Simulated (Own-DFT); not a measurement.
# How strain changes the stress of 4H SiC, 72 atoms (C36Si36)

All numbers below are calculated, not measured. The program, named Own-DFT, is a retired in-house plane-wave density functional code that no person has reviewed. Each row is one single-point run on a periodic cell that was not relaxed, without spin or spin-orbit coupling.

Settings of every run: PBE; PseudoDojo norm-conserving scalar-relativistic files; cutoff 42 hartree; 4 x 4 x 3 k mesh centred on Gamma; Fermi-Dirac smearing of 0.1 eV.

Known limits: forces on such cells passed a denser k mesh, each cell not checked; stress not checked against mesh or cutoff.

Unstrained cell vectors in Å: (9.248, 0.000, 0.000); (-4.624, 8.009, 0.000); (0.000, 0.000, 10.068). The unstrained cell has measured lattice constants (interpolated for alloys), not those of this functional. That, the random moves and any unrelaxed bonds set the pressure at no strain. Each run strains this cell uniformly, with the atoms carried along. Every atom was also moved at random, by a Gaussian of width 0.05 Å on each axis. Strain is the symmetric tensor, in per cent. Stress is positive in tension, and the pressure is minus a third of its trace.

```
run,e_xx (%),e_yy (%),e_zz (%),e_yz (%),e_xz (%),e_xy (%),s_xx (GPa),s_yy (GPa),s_zz (GPa),s_yz (GPa),s_xz (GPa),s_xy (GPa),P (GPa),E (meV/atom)
1,-0.29,-1.62,1.07,-0.39,-1.54,0.87,-8.15,-13.96,-0.42,-0.90,-4.42,4.69,7.51,14.3
2,-0.83,1.11,0.44,0.06,-1.20,1.91,-8.18,0.62,-5.19,-0.31,-3.46,9.06,4.25,24.3
3,0.05,1.31,-1.51,-1.68,1.82,1.30,-4.66,1.59,-14.83,-6.09,7.01,7.27,5.97,13.4
4,0.43,-1.67,1.69,-0.33,1.81,0.72,-3.79,-12.42,2.91,-1.11,5.10,3.57,4.43,7.0
5,1.93,-1.35,-1.65,0.36,-1.70,-1.54,2.91,-11.41,-16.30,1.47,-6.13,-7.00,8.27,30.5
6,0.34,-0.78,0.70,-0.64,1.25,1.84,-2.89,-9.57,-2.78,-1.17,3.70,9.00,5.08,27.1
7,1.02,0.56,0.92,0.31,-1.42,0.83,1.62,-0.53,-1.11,0.72,-4.42,3.60,0.00,3.6
8,-0.64,-0.92,-1.08,-0.58,-0.30,-1.68,-10.23,-11.50,-13.90,-2.34,-0.44,-6.90,11.88,27.2
9,1.84,1.24,-1.93,0.55,1.58,0.84,5.26,2.48,-17.53,2.03,5.21,3.92,3.26,13.2
10,1.71,-1.20,-0.75,1.13,-1.17,-0.21,0.46,-9.85,-8.39,3.73,-4.70,-2.06,5.93,13.9
11,-1.48,-0.46,-0.04,1.57,1.10,-0.48,-14.92,-7.66,-7.78,5.08,4.20,-1.24,10.12,16.0
12,-0.75,0.91,1.78,-0.62,-1.35,0.30,-7.69,0.73,3.36,-2.51,-4.84,1.79,1.20,2.8
13,0.37,-0.39,-1.25,-0.83,0.73,0.26,-3.66,-5.36,-15.73,-3.44,3.27,1.52,8.25,0.0
14,-0.90,1.13,-1.39,-0.80,0.85,-0.96,-9.83,-0.72,-15.21,-2.89,2.55,-5.13,8.59,34.5
15,-0.70,0.64,-1.05,-1.42,-0.82,0.17,-7.61,-2.29,-13.68,-4.91,-2.87,1.19,7.86,1.8
16,0.36,-0.92,-1.03,-1.10,0.16,-1.14,-2.10,-12.51,-13.39,-3.09,0.07,-4.76,9.34,25.8
17,0.49,1.77,-1.16,0.89,-1.91,0.79,?,?,?,?,?,?,?,?
```

E is the free energy for each atom above the lowest run shown.

## Worked fit

Each stress component was fitted by least squares to a constant and the strains of the runs shown, as fractions, with shears doubled. Shear strains stay in the fit of a normal stress only where such slopes are resolved. The slopes, in GPa:

```
stress,at no strain,per e_xx,per e_yy,per e_zz,scatter
s_xx,-5.1,537 ± 30,106 ± 28,42 ± 25,1.12
s_yy,-4.9,87 ± 28,556 ± 26,55 ± 24,1.04
s_zz,-6.9,60 ± 24,7 ± 22,595 ± 20,0.88
```

Each shear stress against twice its own strain: yz 165 ± 7, xz 161 ± 6, xy 238 ± 11 GPa. These are stiffnesses along x, y and z of the frame in which the cell vectors are given, which need not be the crystal's axes. The atoms are held to the strained lattice; where symmetry lets them move under strain, relaxing them would lower some slopes. The table should be nearly symmetric about its diagonal, and what it lacks of that shows the noise. A ninth of its sum, 227 ± 4 GPa, estimates the bulk modulus near the mean pressure of these runs, 6.4 GPa, so it lies above the value at zero pressure.

## Withheld run

Question: what normal stresses and pressure should run 17 give?

The fit gives s_xx = -1.1, s_yy = 4.7, s_zz = -13.4 and P = 3.3 GPa. The calculation gave -1.90, 4.05, -12.68 and P = 3.51 GPa.
